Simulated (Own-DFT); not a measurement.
# A layer strained by its substrate: wurtzite AlGaN with randomly placed atoms, 72 atoms (Al27Ga9N36)

Source: density functional calculations with Own-DFT, an unreviewed in-house program that is no longer used. Nothing was measured or relaxed, and spin and spin-orbit coupling are left out.

Method: PBE; PseudoDojo norm-conserving scalar-relativistic files (stringent for Ga); cutoff 96 hartree; 4 x 4 x 3 k mesh centred on Gamma; Gaussian smearing of 0.01 eV.

Keep in mind: forces on such cells passed a denser k mesh, each cell not checked; stress not checked against mesh or cutoff.

Unstrained cell vectors in Å: (9.394, 0.000, 0.000); (-4.697, 8.135, 0.000); (0.000, 0.000, 10.066). The unstrained cell has measured lattice constants (interpolated for alloys), not those of this functional. That, the random moves and any unrelaxed bonds set the pressure at no strain. Each run strains x and y alike by e, as a substrate would, and holds the height along z. Each coordinate of each atom was shifted by a normal deviate of width 0.05 Å. The random placing of the alloy's atoms differs from row to row. Stress is positive in tension.

```
e (%)  u (Å)  (s_xx + s_yy)/2 (GPa)  s_zz (GPa)
-2.50  0.049                 -22.76      -10.09
-2.25  0.046                 -21.02       -8.66
-1.50  0.048                 -15.40       -8.28
-1.00  0.049                 -12.92       -6.87
-0.25  0.044                  -7.12       -6.30
 1.25  0.049                      ?           ?
 1.75  0.053                   1.82       -2.12
 2.00  0.048                   3.24       -2.08
 2.50  0.053                   6.15       -3.13
 2.75  0.048                   6.96       -1.57
```

## Fit

With e as a fraction, the in-plane stress is -6.4 + 569 e - 3264 e² GPa (errors 10 and 780, scatter 0.54), and s_zz is -5.7 + 152 e GPa (slope ± 12, scatter 0.71). At e = 0 the first slope is C11 + C12 and the second 2 C13, both with the ions held to the strained lattice and at the cell's own pressure. The term in e² is negative: the layer stiffens under compression and softens under tension. A free layer would change its height as e changes, and the in-plane slope would drop by 2 C13²/C33 to the biaxial modulus. At fixed height, a misfit of 1 % moves the in-plane stress by about 5.7 GPa and s_zz by 1.5 GPa.

## Prediction

Asked: what are the two stresses at e = 1.25 %?

From the fit: 0.2 and -3.8 GPa. DFT gave 0.43 and -5.10 GPa.
